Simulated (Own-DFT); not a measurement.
# How strain changes the stress of 4H SiC, 32 atoms (C16Si16)

All numbers below are calculated, not measured. They come from Own-DFT, an in-house plane-wave density functional program, since retired, whose code no person has reviewed. Each row is one single-point run on a periodic cell that was not relaxed, without spin or spin-orbit coupling.

Settings of every run: PBE; PseudoDojo norm-conserving scalar-relativistic files; cutoff 42 hartree; 5 x 5 x 3 k mesh centred on Gamma; Fermi-Dirac smearing of 0.1 eV.

Known limits: forces on such cells passed a denser k mesh, each cell not checked; stress not checked against mesh or cutoff.

Unstrained cell vectors in Å: (6.165, 0.000, 0.000); (-3.083, 5.339, 0.000); (0.000, 0.000, 10.068). The unstrained cell has measured lattice constants (interpolated for alloys), not those of this functional. That, the random moves and any unrelaxed bonds set the pressure at no strain. Each run strains this cell uniformly, with the atoms carried along. Every atom was also moved at random, by a Gaussian of width 0.05 Å on each axis. Strain is the symmetric tensor, in per cent. Stress is positive in tension, and the pressure is minus a third of its trace.

| run | e_xx (%) | e_yy (%) | e_zz (%) | e_yz (%) | e_xz (%) | e_xy (%) | s_xx (GPa) | s_yy (GPa) | s_zz (GPa) | s_yz (GPa) | s_xz (GPa) | s_xy (GPa) | P (GPa) | E (meV/atom) |
|---|---|---|---|---|---|---|---|---|---|---|---|---|---|---|
| 1 | 1.63 | -0.51 | 1.57 | -1.62 | -0.64 | -0.12 | 4.76 | -4.60 | 1.99 | -5.69 | -2.17 | -0.74 | -0.72 | 7.9 |
| 2 | 0.91 | 0.61 | 1.74 | 0.52 | 0.43 | -1.12 | 1.92 | 0.38 | 3.16 | 1.24 | 0.84 | -2.87 | -1.82 | 12.3 |
| 3 | 0.86 | -0.49 | 1.06 | -0.96 | 1.20 | -1.17 | 0.42 | -7.74 | 1.13 | -3.02 | 3.81 | -4.72 | 2.06 | 0.0 |
| 4 | 1.07 | 0.49 | -0.80 | 1.83 | -2.00 | -1.81 | 0.02 | -2.65 | -13.45 | 6.62 | -7.03 | -9.00 | 5.36 | 62.8 |
| 5 | -0.71 | 1.53 | 1.99 | -0.51 | -0.70 | 1.11 | -6.34 | 3.70 | 5.03 | -1.77 | -3.31 | 4.46 | -0.79 | 21.1 |
| 6 | 1.50 | 0.67 | 0.26 | 1.49 | 0.87 | 0.25 | 2.75 | -0.54 | -1.78 | 3.98 | 2.67 | 1.59 | -0.14 | 2.7 |
| 7 | -1.94 | 0.30 | -1.72 | 0.06 | 1.33 | -1.65 | -15.54 | -5.95 | -19.08 | 0.04 | 4.40 | -9.38 | 13.52 | 36.4 |
| 8 | -0.78 | 1.60 | 1.04 | 1.39 | 1.30 | 1.59 | -8.84 | 4.17 | -2.13 | 3.50 | 4.88 | 9.77 | 2.27 | 34.9 |
| 9 | -1.93 | 0.80 | 0.70 | -1.74 | -1.39 | -0.45 | -13.34 | -2.04 | -2.09 | -6.62 | -3.99 | -0.88 | 5.82 | 11.1 |
| 10 | -1.02 | 0.50 | -0.77 | 1.68 | -0.68 | 0.78 | -8.08 | -3.05 | -12.74 | 5.40 | -2.52 | 4.37 | 7.96 | 10.2 |
| 11 | -0.81 | 1.59 | 0.67 | 0.04 | -0.82 | -0.97 | -8.95 | 2.63 | -1.68 | -0.34 | -3.55 | -5.06 | 2.67 | 35.8 |
| 12 | 0.95 | 1.49 | 0.34 | -1.79 | -1.39 | 0.10 | 4.24 | 1.72 | -4.75 | -5.88 | -4.79 | 1.74 | -0.40 | 23.2 |
| 13 | 1.24 | -0.85 | -0.61 | 0.72 | 1.86 | -0.51 | 2.33 | -9.18 | -8.43 | 3.45 | 5.62 | -1.73 | 5.09 | 9.4 |
| 14 | 0.40 | -0.01 | 0.86 | 1.59 | 0.63 | 0.90 | -1.96 | -4.02 | -0.96 | 5.25 | 2.30 | 3.80 | 2.31 | 10.6 |
| 15 | -1.71 | -1.56 | -0.65 | 1.20 | 1.97 | 1.94 | -18.06 | -15.95 | -12.51 | 5.35 | 8.84 | 6.79 | 15.51 | 53.3 |
| 16 | 0.37 | -1.43 | 0.16 | -1.16 | 1.12 | -1.66 | ? | ? | ? | ? | ? | ? | ? | ? |

E is the free energy for each atom above the lowest run shown.

## Worked fit

Each stress component was fitted by least squares to a constant and the strains of the runs shown, as fractions, with shears doubled. Shear strains stay in the fit of a normal stress only where such slopes are resolved. The slopes, in GPa:

```
stress,at no strain,per e_xx,per e_yy,per e_zz,scatter
s_xx,-4.7,568 ± 34,106 ± 47,30 ± 43,1.53
s_yy,-5.3,66 ± 20,522 ± 27,80 ± 25,0.88
s_zz,-6.9,54 ± 35,4 ± 48,620 ± 44,1.57
```

Each shear stress against twice its own strain: yz 165 ± 8, xz 165 ± 8, xy 231 ± 19 GPa. These are stiffnesses along x, y and z of the frame in which the cell vectors are given, which need not be the crystal's axes. The atoms are held to the strained lattice; where symmetry lets them move under strain, relaxing them would lower some slopes. The table should be nearly symmetric about its diagonal, and what it lacks of that shows the noise. A ninth of its sum, 228 ± 8 GPa, estimates the bulk modulus near the mean pressure of these runs, 3.9 GPa, so it lies above the value at zero pressure.

## Withheld run

Question: what normal stresses and pressure should run 16 give?

The fit gives s_xx = -4.1, s_yy = -12.4, s_zz = -5.8 and P = 7.4 GPa. The calculation gave -1.14, -15.43, -7.12 and P = 7.90 GPa.
